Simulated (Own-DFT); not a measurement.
## Calculated data, HfO2 (monoclinic hafnia, atoms displaced)

All values are calculated (Own-DFT development build). A calculation, not a measurement: plane-wave density functional theory by an unreviewed code, no spin, of a simulated periodic cell, stress positive in tension, run twice, with PBE and with PBEsol, both on files made for PBE, so the change isn't that of files made for PBEsol, hafnium file: forces about 75 meV/angstrom off all-electron values; oxygen file: force components 24 meV/angstrom off all-electron in one glass; forces on such cells passed a denser k mesh, this cell's mesh not checked; the far tail of each file's local potential was reset to the Coulomb form; each entry is a single point on an unrelaxed cell, so the pressure reflects the starting lattice, mostly measured values (interpolated for alloys), from which strain is counted, and rises with the displacements; printed positions are rounded, which can move forces by about a meV/angstrom; the program, named Own-DFT, is a retired in-house code; no spin-orbit coupling; stress was not checked against mesh or cutoff.

Common to all runs: functional PBE, then PBEsol; potential files PseudoDojo norm-conserving, scalar-relativistic, standard set; wave cutoff 72 hartree; occupations Fermi-Dirac; smearing width 0.1 eV; k mesh 2 x 2 x 2 centred on Gamma.

(1) HfO2 (monoclinic hafnia, atoms displaced)

```
HfO2
1.0
     10.2340     0.0000     0.0000
      0.0000    10.3500     0.0000
     -1.6955     0.0000    10.4453
Hf O Hf O Hf O Hf O Hf O Hf O Hf O Hf O
4 8 4 8 4 8 4 8 4 8 4 8 4 8 4 8
Direct
  0.13627 0.01969 0.10251
  0.35941 0.27154 0.14567
  0.35807 0.48213 0.39631
  0.14035 0.22979 0.35403
  0.03854 0.16686 0.17164
  0.46287 0.41527 0.07686
  0.46578 0.33317 0.32423
  0.03902 0.08342 0.42434
  0.22310 0.38237 0.23947
  0.27548 0.12610 0.01064
  0.27299 0.12104 0.25966
  0.22760 0.37144 0.48910
  0.14164 0.02216 0.60479
  0.36325 0.26323 0.64587
  0.36269 0.47950 0.89811
  0.13769 0.23115 0.85387
  0.03700 0.16691 0.67045
  0.46243 0.41546 0.57478
  0.46603 0.33332 0.82670
  0.03634 0.08481 0.92143
  0.22892 0.37859 0.74206
  0.27685 0.13067 0.51251
  0.27307 0.12068 0.76253
  0.22715 0.37614 0.99029
  0.13871 0.52262 0.10339
  0.36369 0.77136 0.14892
  0.36539 0.98115 0.39818
  0.13878 0.73234 0.35272
  0.03388 0.66770 0.17447
  0.46391 0.91570 0.07707
  0.46493 0.83449 0.32704
  0.03660 0.58321 0.42248
  0.22675 0.88134 0.24459
  0.27275 0.62595 0.00780
  0.27416 0.62050 0.25877
  0.22164 0.87175 0.49001
  0.13371 0.51730 0.60177
  0.36315 0.76992 0.64897
  0.36417 0.97621 0.89726
  0.13573 0.73072 0.85392
  0.03526 0.66682 0.67315
  0.45896 0.91585 0.57421
  0.46237 0.83439 0.82293
  0.03429 0.58203 0.92389
  0.22581 0.87722 0.73812
  0.27438 0.63005 0.50900
  0.27669 0.62472 0.75973
  0.22633 0.87009 0.99167
  0.63712 0.02282 0.10470
  0.86144 0.26770 0.14407
  0.86102 0.47883 0.39683
  0.63745 0.23036 0.35493
  0.53991 0.16602 0.17582
  0.96448 0.41420 0.07936
  0.95924 0.33528 0.32862
  0.54054 0.08246 0.42157
  0.72596 0.38157 0.23585
  0.77527 0.13315 0.00905
  0.77687 0.11665 0.26103
  0.72865 0.36714 0.49154
  0.63708 0.02019 0.60308
  0.86080 0.26793 0.64538
  0.85933 0.48129 0.89731
  0.64095 0.23254 0.85855
  0.53736 0.16365 0.67632
  0.96439 0.41370 0.57555
  0.95877 0.33511 0.82709
  0.53771 0.08497 0.92515
  0.72505 0.37801 0.74205
  0.77641 0.12710 0.50996
  0.77886 0.11986 0.75986
  0.72367 0.37561 0.98730
  0.63701 0.52020 0.10375
  0.86069 0.77388 0.14847
  0.86016 0.98018 0.39591
  0.63634 0.73086 0.35150
  0.53431 0.66596 0.17098
  0.96270 0.91704 0.07818
  0.95897 0.83557 0.32435
  0.53648 0.58402 0.42321
  0.72279 0.87892 0.24147
  0.78035 0.63224 0.01452
  0.77795 0.61624 0.26081
  0.72445 0.86922 0.48863
  0.64262 0.52251 0.60510
  0.86007 0.77175 0.64720
  0.86346 0.98105 0.89713
  0.63995 0.72670 0.84947
  0.53800 0.66819 0.67384
  0.96291 0.91617 0.57747
  0.96428 0.83416 0.82732
  0.53487 0.58563 0.92540
  0.72525 0.87728 0.73735
  0.77736 0.63047 0.50756
  0.77394 0.62127 0.76125
  0.72517 0.87181 0.98990
```

- PBE pressure: 4.07 GPa
- PBE stress xx: -3.95 GPa
- PBE stress yy: -3.82 GPa
- PBE stress zz: -4.44 GPa
- PBE stress yz: -0.18 GPa
- PBE stress xz: -0.12 GPa
- PBE stress xy: 0.06 GPa
- PBEsol pressure: -2.39 GPa
- PBEsol stress xx: 2.52 GPa
- PBEsol stress yy: 2.58 GPa
- PBEsol stress zz: 2.05 GPa
- PBEsol stress yz: -0.18 GPa
- PBEsol stress xz: 0.23 GPa
- PBEsol stress xy: 0.06 GPa
- rms change of force components from PBE to PBEsol: 0.039 eV/Å

Force:
| force element | PBE force x (eV/Å) | PBE force y (eV/Å) | PBE force z (eV/Å) | PBEsol force x (eV/Å) | PBEsol force y (eV/Å) | PBEsol force z (eV/Å) |
| --- | --- | --- | --- | --- | --- | --- |
| Hf | 0.367 | 0.021 | 0.442 | 0.363 | 0.078 | 0.408 |
| Hf | 0.365 | -0.181 | 0.112 | 0.353 | -0.119 | 0.137 |
| Hf | 0.852 | -0.298 | 0.318 | 0.815 | -0.336 | 0.342 |
| Hf | -1.007 | 0.207 | -0.027 | -0.972 | 0.147 | -0.049 |
| O | -0.556 | 0.247 | 0.027 | -0.533 | 0.25 | 0.074 |
| O | 0.497 | 0.045 | 0.224 | 0.47 | 0.062 | 0.168 |
| O | -0.343 | 0.266 | 0.303 | -0.338 | 0.231 | 0.24 |
| O | -0.245 | 0.106 | -0.343 | -0.222 | 0.095 | -0.28 |
| O | 0.141 | -0.51 | 0.051 | 0.205 | -0.502 | 0.048 |
| O | 0.096 | 0.56 | 0.111 | 0.026 | 0.542 | 0.11 |
| O | 0.5 | 0.177 | 0.328 | 0.417 | 0.185 | 0.321 |
| O | -0.624 | -0.315 | -0.077 | -0.546 | -0.3 | -0.087 |
| Hf | -0.913 | -0.845 | -0.147 | -0.883 | -0.778 | -0.172 |
| Hf | 0.386 | 1.936 | 0.586 | 0.372 | 1.938 | 0.597 |
| Hf | 0.013 | 0.211 | -0.977 | -0.001 | 0.157 | -0.919 |
| Hf | -0.145 | 0.395 | -0.075 | -0.131 | 0.331 | -0.105 |
| O | -0.282 | 0.38 | 0.323 | -0.267 | 0.382 | 0.366 |
| O | 0.732 | 0.062 | 0.399 | 0.697 | 0.075 | 0.336 |
| O | 0.252 | -0.112 | 0.328 | 0.243 | -0.131 | 0.282 |
| O | -0.309 | -0.226 | 0.085 | -0.298 | -0.235 | 0.136 |
| O | -0.48 | -0.079 | -0.365 | -0.409 | -0.092 | -0.348 |
| O | 0.298 | -0.421 | -0.431 | 0.226 | -0.415 | -0.41 |
| O | 0.454 | -0.152 | -0.044 | 0.379 | -0.139 | -0.056 |
| O | -0.618 | -1.028 | -0.071 | -0.534 | -0.991 | -0.065 |
| Hf | -0.791 | 0.011 | 0.11 | -0.76 | 0.056 | 0.081 |
| Hf | -0.448 | -0.313 | -0.597 | -0.432 | -0.256 | -0.553 |
| Hf | -0.795 | -0.358 | -0.541 | -0.781 | -0.41 | -0.5 |
| Hf | -0.621 | -0.256 | 0.388 | -0.593 | -0.3 | 0.352 |
| O | 0.214 | 0.031 | -0.213 | 0.218 | 0.049 | -0.155 |
| O | 0.398 | 0.154 | 0.152 | 0.374 | 0.166 | 0.097 |
| O | 0.071 | 0.038 | 0.063 | 0.063 | 0.022 | 0.006 |
| O | -0.175 | 0.005 | -0.056 | -0.163 | -0.016 | 0.002 |
| O | -0.111 | -0.105 | -0.546 | -0.044 | -0.113 | -0.526 |
| O | 0.38 | 0.727 | 0.48 | 0.304 | 0.691 | 0.467 |
| O | 0.221 | 0.479 | 0.048 | 0.15 | 0.472 | 0.049 |
| O | 0.16 | 0.191 | -0.084 | 0.218 | 0.195 | -0.084 |
| Hf | 0.644 | 0.717 | 0.427 | 0.622 | 0.751 | 0.376 |
| Hf | -0.957 | -0.48 | -0.84 | -0.948 | -0.417 | -0.781 |
| Hf | -0.201 | 0.509 | -0.132 | -0.2 | 0.448 | -0.098 |
| Hf | 0.421 | -0.696 | -0.176 | 0.416 | -0.731 | -0.204 |
| O | -0.259 | -0.173 | -0.02 | -0.244 | -0.151 | 0.034 |
| O | 1.083 | 0.561 | 0.338 | 1.047 | 0.568 | 0.274 |
| O | 0.963 | -0.104 | 0.642 | 0.917 | -0.119 | 0.57 |
| O | -0.07 | 0.324 | -0.288 | -0.06 | 0.303 | -0.224 |
| O | -0.414 | 0.407 | 0.362 | -0.335 | 0.39 | 0.352 |
| O | 0.216 | -0.113 | -0.037 | 0.152 | -0.123 | -0.049 |
| O | -0.078 | -0.488 | 0.234 | -0.134 | -0.458 | 0.232 |
| O | -0.262 | -0.064 | -0.143 | -0.188 | -0.053 | -0.141 |
| Hf | 0.207 | -0.587 | -0.053 | 0.202 | -0.521 | -0.075 |
| Hf | 0.419 | 1.052 | 0.748 | 0.406 | 1.087 | 0.749 |
| Hf | 0.252 | 0.274 | -0.629 | 0.246 | 0.216 | -0.6 |
| Hf | 0.495 | 0.283 | -0.413 | 0.478 | 0.221 | -0.434 |
| O | -0.857 | 0.342 | -0.425 | -0.816 | 0.341 | -0.364 |
| O | 0.178 | 0.105 | -0.222 | 0.158 | 0.113 | -0.266 |
| O | 1.221 | -1.105 | -0.193 | 1.176 | -1.08 | -0.235 |
| O | -0.727 | -0.252 | 0.15 | -0.702 | -0.26 | 0.201 |
| O | -0.491 | -0.816 | 0.27 | -0.414 | -0.795 | 0.259 |
| O | 0.158 | -0.381 | 0.154 | 0.091 | -0.367 | 0.153 |
| O | 0.076 | 0.664 | -0.276 | 0.009 | 0.645 | -0.267 |
| O | -0.611 | 0.426 | -0.05 | -0.525 | 0.419 | -0.047 |
| Hf | 0.361 | -0.21 | 0.339 | 0.364 | -0.155 | 0.302 |
| Hf | 0.24 | 0.086 | 0.234 | 0.226 | 0.129 | 0.25 |
| Hf | 0.684 | -0.189 | 0.37 | 0.66 | -0.239 | 0.384 |
| Hf | -0.377 | -0.151 | -0.882 | -0.362 | -0.182 | -0.881 |
| O | -0.071 | -0.111 | -0.311 | -0.065 | -0.093 | -0.266 |
| O | 0.202 | 0.068 | 0.457 | 0.193 | 0.087 | 0.394 |
| O | 1.039 | -0.549 | 0.086 | 1 | -0.55 | 0.034 |
| O | -0.456 | -0.211 | -0.142 | -0.431 | -0.222 | -0.081 |
| O | -0.334 | 0.318 | -0.585 | -0.262 | 0.307 | -0.563 |
| O | -0.13 | 0.016 | 0.235 | -0.192 | 0.01 | 0.232 |
| O | -0.242 | 0.022 | 0.109 | -0.291 | 0.03 | 0.109 |
| O | -0.283 | -0.253 | 0.343 | -0.215 | -0.247 | 0.326 |
| Hf | 0.514 | 0.268 | 0.274 | 0.511 | 0.304 | 0.246 |
| Hf | -0.121 | -0.709 | -0.354 | -0.117 | -0.646 | -0.325 |
| Hf | 0.482 | -0.214 | 0.464 | 0.455 | -0.259 | 0.471 |
| Hf | 0.647 | -0.647 | 0.384 | 0.636 | -0.672 | 0.356 |
| O | -0.139 | 0.183 | 0.2 | -0.131 | 0.197 | 0.247 |
| O | 0.549 | 0.46 | -0.153 | 0.528 | 0.466 | -0.2 |
| O | 0.959 | -0.213 | 0.619 | 0.92 | -0.219 | 0.548 |
| O | -0.16 | -0.057 | 0.01 | -0.146 | -0.064 | 0.061 |
| O | -0.418 | 0.021 | -0.349 | -0.34 | 0.014 | -0.336 |
| O | -0.481 | -0.488 | -0.689 | -0.528 | -0.488 | -0.673 |
| O | -0.535 | 0.85 | -0.163 | -0.585 | 0.83 | -0.157 |
| O | -0.374 | 0.22 | 0.106 | -0.3 | 0.222 | 0.1 |
| Hf | -1.059 | -0.725 | -0.694 | -1.03 | -0.655 | -0.7 |
| Hf | 0.952 | 0.131 | -0.858 | 0.927 | 0.185 | -0.819 |
| Hf | -0.311 | -0.381 | -0.326 | -0.303 | -0.419 | -0.295 |
| Hf | -0.552 | 0.773 | 1.524 | -0.532 | 0.705 | 1.451 |
| O | 0.009 | -0.373 | -0.412 | 0.026 | -0.346 | -0.338 |
| O | 0.365 | 0.196 | 0.198 | 0.338 | 0.2 | 0.145 |
| O | -0.062 | 0.167 | 0.252 | -0.069 | 0.148 | 0.194 |
| O | 0.263 | 0.17 | -0.384 | 0.269 | 0.143 | -0.327 |
| O | -0.449 | 0.278 | 0.208 | -0.371 | 0.256 | 0.196 |
| O | -0.267 | -0.18 | 0.71 | -0.33 | -0.183 | 0.7 |
| O | 0.414 | -0.187 | -0.213 | 0.328 | -0.174 | -0.208 |
| O | -0.199 | 0.166 | -0.321 | -0.121 | 0.169 | -0.307 |

(2) HfO2 (monoclinic hafnia, atoms displaced)

```
HfO2
1.0
     10.2340     0.0000     0.0000
      0.0000    10.3500     0.0000
     -1.6955     0.0000    10.4453
Hf O Hf O Hf O Hf O Hf O Hf O Hf O Hf O
4 8 4 8 4 8 4 8 4 8 4 8 4 8 4 8
Direct
  0.13775 0.02093 0.09993
  0.36304 0.27127 0.14236
  0.36057 0.48066 0.39635
  0.13773 0.22636 0.35544
  0.03769 0.16531 0.17039
  0.46380 0.41872 0.07688
  0.46171 0.33386 0.32457
  0.04012 0.08511 0.42540
  0.22578 0.37867 0.23740
  0.27645 0.12757 0.01098
  0.27578 0.11999 0.25868
  0.22199 0.37128 0.49156
  0.13772 0.02034 0.60719
  0.35997 0.26593 0.64626
  0.36637 0.48023 0.89986
  0.13858 0.23021 0.85381
  0.03616 0.16760 0.67250
  0.46487 0.41397 0.57815
  0.45969 0.33433 0.82420
  0.03680 0.08471 0.92253
  0.22595 0.37660 0.74176
  0.27213 0.12910 0.50802
  0.27773 0.12191 0.75778
  0.22532 0.36917 0.98916
  0.14213 0.52022 0.10094
  0.35909 0.77342 0.14504
  0.36140 0.98301 0.39868
  0.13852 0.72846 0.35343
  0.03481 0.66682 0.17050
  0.46207 0.91695 0.07849
  0.46265 0.83115 0.32555
  0.03571 0.58657 0.42582
  0.22634 0.87893 0.24062
  0.27444 0.62658 0.00571
  0.27442 0.61993 0.26090
  0.22141 0.87371 0.49128
  0.13937 0.51871 0.60398
  0.36013 0.77166 0.64137
  0.35995 0.98082 0.89427
  0.13868 0.73391 0.85588
  0.04076 0.66421 0.67593
  0.46128 0.91400 0.57340
  0.46404 0.83331 0.82619
  0.03780 0.58308 0.92514
  0.22480 0.87759 0.73749
  0.27352 0.63034 0.50791
  0.26881 0.61724 0.76243
  0.22032 0.87354 0.98938
  0.63937 0.01955 0.10398
  0.86065 0.27046 0.14403
  0.86010 0.48193 0.39488
  0.63686 0.22482 0.35483
  0.53523 0.16747 0.17238
  0.96153 0.41544 0.07459
  0.95856 0.33625 0.32035
  0.53968 0.08610 0.42477
  0.72501 0.37628 0.23927
  0.77664 0.12708 0.01021
  0.77963 0.12414 0.25956
  0.72531 0.36962 0.48975
  0.63927 0.01799 0.60536
  0.86043 0.27057 0.64353
  0.86374 0.48055 0.89879
  0.63841 0.23208 0.85244
  0.53317 0.16399 0.66880
  0.96395 0.41623 0.57644
  0.96484 0.33130 0.82459
  0.53658 0.08756 0.92223
  0.72374 0.37936 0.74045
  0.77738 0.12741 0.51406
  0.77662 0.12182 0.76353
  0.72104 0.36988 0.98372
  0.64084 0.52015 0.10383
  0.86074 0.76893 0.14675
  0.86099 0.98110 0.39556
  0.63921 0.73201 0.35441
  0.53862 0.66162 0.17093
  0.96412 0.91398 0.07836
  0.96659 0.83072 0.32688
  0.53791 0.58142 0.42387
  0.72419 0.88423 0.24162
  0.77179 0.63005 0.00935
  0.77646 0.62347 0.25537
  0.72586 0.87203 0.48819
  0.63848 0.51851 0.60655
  0.86577 0.76869 0.64687
  0.85993 0.97931 0.89881
  0.63782 0.73158 0.85582
  0.53599 0.66542 0.67269
  0.96531 0.91828 0.57812
  0.96021 0.83561 0.82156
  0.53864 0.58376 0.92493
  0.72861 0.88037 0.74294
  0.77462 0.63091 0.51087
  0.77441 0.62135 0.76109
  0.72545 0.87177 0.98952
```

- PBE pressure: 3.85 GPa
- PBE stress xx: -3.54 GPa
- PBE stress yy: -3.73 GPa
- PBE stress zz: -4.27 GPa
- PBE stress yz: 0.36 GPa
- PBE stress xz: 0 GPa
- PBE stress xy: -0.45 GPa
- PBEsol pressure: -2.61 GPa
- PBEsol stress xx: 2.92 GPa
- PBEsol stress yy: 2.68 GPa
- PBEsol stress zz: 2.22 GPa
- PBEsol stress yz: 0.35 GPa
- PBEsol stress xz: 0.34 GPa
- PBEsol stress xy: -0.44 GPa
- rms change of force components from PBE to PBEsol: 0.038 eV/Å

Force:
| force element | PBE force x (eV/Å) | PBE force y (eV/Å) | PBE force z (eV/Å) | PBEsol force x (eV/Å) | PBEsol force y (eV/Å) | PBEsol force z (eV/Å) |
| --- | --- | --- | --- | --- | --- | --- |
| Hf | -0.327 | 0.136 | 1.006 | -0.314 | 0.184 | 0.954 |
| Hf | -0.325 | 0.091 | 0.791 | -0.325 | 0.143 | 0.804 |
| Hf | 0.646 | -0.627 | -0.023 | 0.631 | -0.657 | -0.005 |
| Hf | -0.071 | 1.019 | -0.983 | -0.057 | 0.933 | -0.98 |
| O | -0.531 | 0.324 | 0.252 | -0.507 | 0.325 | 0.294 |
| O | 0.291 | -0.175 | 0.216 | 0.27 | -0.158 | 0.151 |
| O | 0.524 | -0.226 | 0.347 | 0.499 | -0.236 | 0.285 |
| O | -1.211 | -0.56 | -0.322 | -1.162 | -0.555 | -0.265 |
| O | -0.291 | 0.034 | 0.07 | -0.21 | 0.035 | 0.058 |
| O | 0.283 | -0.044 | -0.449 | 0.213 | -0.052 | -0.438 |
| O | 0.105 | 0.084 | 0.344 | 0.034 | 0.086 | 0.343 |
| O | 0.126 | -0.194 | -0.449 | 0.185 | -0.184 | -0.433 |
| Hf | -0.288 | 0.133 | -0.485 | -0.275 | 0.174 | -0.509 |
| Hf | 0.206 | 1.276 | -0.233 | 0.193 | 1.292 | -0.194 |
| Hf | -0.463 | 0.005 | -1.221 | -0.458 | -0.045 | -1.163 |
| Hf | -0.231 | 0.426 | -0.291 | -0.225 | 0.381 | -0.316 |
| O | -0.037 | -0.107 | -0.13 | -0.025 | -0.094 | -0.078 |
| O | -0.041 | 0.099 | -0.114 | -0.045 | 0.115 | -0.156 |
| O | 1.044 | -0.518 | 0.368 | 1.01 | -0.522 | 0.311 |
| O | -0.409 | -0.428 | -0.141 | -0.385 | -0.431 | -0.079 |
| O | -0.377 | 0.03 | -0.347 | -0.308 | 0.015 | -0.341 |
| O | 0.654 | -0.166 | 0.23 | 0.576 | -0.172 | 0.221 |
| O | -0.132 | -0.577 | 0.475 | -0.186 | -0.555 | 0.459 |
| O | -0.142 | 0.156 | 0.077 | -0.075 | 0.16 | 0.08 |
| Hf | -0.803 | -0.186 | 0.66 | -0.773 | -0.131 | 0.614 |
| Hf | 0.67 | -0.79 | 0.403 | 0.648 | -0.708 | 0.429 |
| Hf | -0.117 | -0.523 | -0.974 | -0.133 | -0.561 | -0.924 |
| Hf | -0.205 | 0.204 | -0.09 | -0.203 | 0.153 | -0.108 |
| O | 0.143 | -0.256 | -0.021 | 0.145 | -0.23 | 0.031 |
| O | 0.388 | 0.197 | -0.316 | 0.364 | 0.202 | -0.355 |
| O | 0.249 | 0.293 | 0.316 | 0.24 | 0.27 | 0.252 |
| O | -0.482 | -0.307 | -0.336 | -0.456 | -0.315 | -0.282 |
| O | -0.181 | 0.07 | -0.18 | -0.105 | 0.056 | -0.182 |
| O | 0.271 | 0.891 | 0.935 | 0.193 | 0.855 | 0.911 |
| O | 0.248 | 0.181 | -0.41 | 0.175 | 0.179 | -0.394 |
| O | 0.21 | -0.209 | -0.376 | 0.274 | -0.198 | -0.359 |
| Hf | -0.135 | -0.205 | 0.546 | -0.128 | -0.153 | 0.51 |
| Hf | 0.077 | -0.871 | 0.751 | 0.071 | -0.789 | 0.751 |
| Hf | 0.844 | 0.08 | 0.209 | 0.817 | 0.04 | 0.229 |
| Hf | -0.341 | -1.27 | -0.657 | -0.316 | -1.304 | -0.676 |
| O | -1.171 | 0.689 | -0.289 | -1.135 | 0.695 | -0.235 |
| O | 0.849 | 0.435 | 0.329 | 0.807 | 0.44 | 0.271 |
| O | -0.199 | 0.327 | 0.128 | -0.201 | 0.307 | 0.078 |
| O | -0.411 | 0.283 | -0.45 | -0.392 | 0.256 | -0.381 |
| O | -0.1 | 0.169 | 0.506 | -0.039 | 0.163 | 0.491 |
| O | 0.404 | 0.015 | 0.355 | 0.331 | 0.011 | 0.343 |
| O | 0.962 | 0.491 | -0.159 | 0.862 | 0.482 | -0.151 |
| O | 0.405 | -0.214 | -0.176 | 0.456 | -0.201 | -0.173 |
| Hf | -0.405 | 0.696 | -0.213 | -0.384 | 0.728 | -0.231 |
| Hf | 0.332 | 0.007 | 0.064 | 0.317 | 0.058 | 0.102 |
| Hf | 0.336 | -0.462 | 0.096 | 0.327 | -0.506 | 0.119 |
| Hf | 0.232 | 1.698 | -0.455 | 0.227 | 1.615 | -0.472 |
| O | 0.411 | -0.507 | -0.071 | 0.409 | -0.481 | -0.017 |
| O | 0.56 | 0.329 | 0.143 | 0.528 | 0.334 | 0.082 |
| O | 1.113 | -0.272 | 0.844 | 1.062 | -0.283 | 0.772 |
| O | -1.066 | -1.093 | 0.018 | -1.026 | -1.075 | 0.066 |
| O | -0.449 | 0.568 | -0.342 | -0.365 | 0.553 | -0.341 |
| O | -0.124 | 0.057 | 0.167 | -0.182 | 0.042 | 0.164 |
| O | -0.35 | -0.493 | 0.351 | -0.407 | -0.478 | 0.344 |
| O | -0.162 | -0.024 | -0.185 | -0.09 | -0.021 | -0.175 |
| Hf | 0.119 | 0.293 | 0.449 | 0.128 | 0.347 | 0.41 |
| Hf | 0.397 | 0.257 | 0.584 | 0.386 | 0.299 | 0.594 |
| Hf | 0.198 | -0.294 | -0.81 | 0.19 | -0.337 | -0.759 |
| Hf | -0.306 | -0.258 | -0.216 | -0.285 | -0.294 | -0.223 |
| O | 0.253 | -0.156 | 0.234 | 0.253 | -0.141 | 0.271 |
| O | 0.084 | 0.101 | -0.114 | 0.072 | 0.112 | -0.158 |
| O | -0.206 | 0.503 | 0.418 | -0.204 | 0.468 | 0.359 |
| O | -0.692 | -0.706 | 0.074 | -0.665 | -0.702 | 0.117 |
| O | 0.126 | -0.162 | -0.218 | 0.179 | -0.166 | -0.216 |
| O | 0.047 | -0.317 | -0.415 | -0.016 | -0.318 | -0.404 |
| O | -0.175 | 0.013 | -0.366 | -0.235 | 0.017 | -0.355 |
| O | 0.106 | 0.2 | 0.675 | 0.166 | 0.197 | 0.65 |
| Hf | -0.288 | -0.233 | 0.268 | -0.283 | -0.159 | 0.236 |
| Hf | 0.613 | 0.094 | -0.017 | 0.603 | 0.126 | 0.01 |
| Hf | 0.939 | -0.254 | 0.133 | 0.897 | -0.297 | 0.158 |
| Hf | -0.683 | -0.862 | -0.2 | -0.663 | -0.887 | -0.218 |
| O | -0.97 | 1.078 | 0.321 | -0.921 | 1.055 | 0.357 |
| O | 0.305 | 0.287 | -0.23 | 0.285 | 0.296 | -0.279 |
| O | -0.712 | 0.736 | 0.253 | -0.701 | 0.697 | 0.194 |
| O | -0.193 | 0.256 | -0.322 | -0.183 | 0.237 | -0.262 |
| O | 0.005 | -0.433 | -0.097 | 0.067 | -0.425 | -0.092 |
| O | 0.703 | 0.004 | 0.055 | 0.618 | -0.002 | 0.057 |
| O | 0.047 | -0.227 | 0.851 | -0.012 | -0.211 | 0.824 |
| O | -0.22 | 0.116 | 0.193 | -0.152 | 0.124 | 0.178 |
| Hf | -0.357 | 0.286 | -0.384 | -0.35 | 0.327 | -0.4 |
| Hf | -0.008 | -0.006 | -0.194 | -0.007 | 0.048 | -0.151 |
| Hf | 0.546 | 0.342 | -0.455 | 0.514 | 0.29 | -0.427 |
| Hf | -0.02 | -0.559 | -0.63 | -0.011 | -0.599 | -0.637 |
| O | -0.476 | 0.368 | 0.007 | -0.451 | 0.371 | 0.054 |
| O | -0.129 | -0.174 | -0.147 | -0.13 | -0.154 | -0.189 |
| O | 1.024 | -0.251 | 0.941 | 0.988 | -0.268 | 0.865 |
| O | -0.384 | 0.029 | -0.456 | -0.365 | 0.01 | -0.388 |
| O | -0.71 | -0.075 | -0.556 | -0.627 | -0.073 | -0.534 |
| O | 0.224 | -0.22 | -0.176 | 0.157 | -0.221 | -0.173 |
| O | 0.293 | 0.073 | 0.126 | 0.22 | 0.077 | 0.123 |
| O | -0.511 | -0.039 | 0.313 | -0.432 | -0.029 | 0.3 |
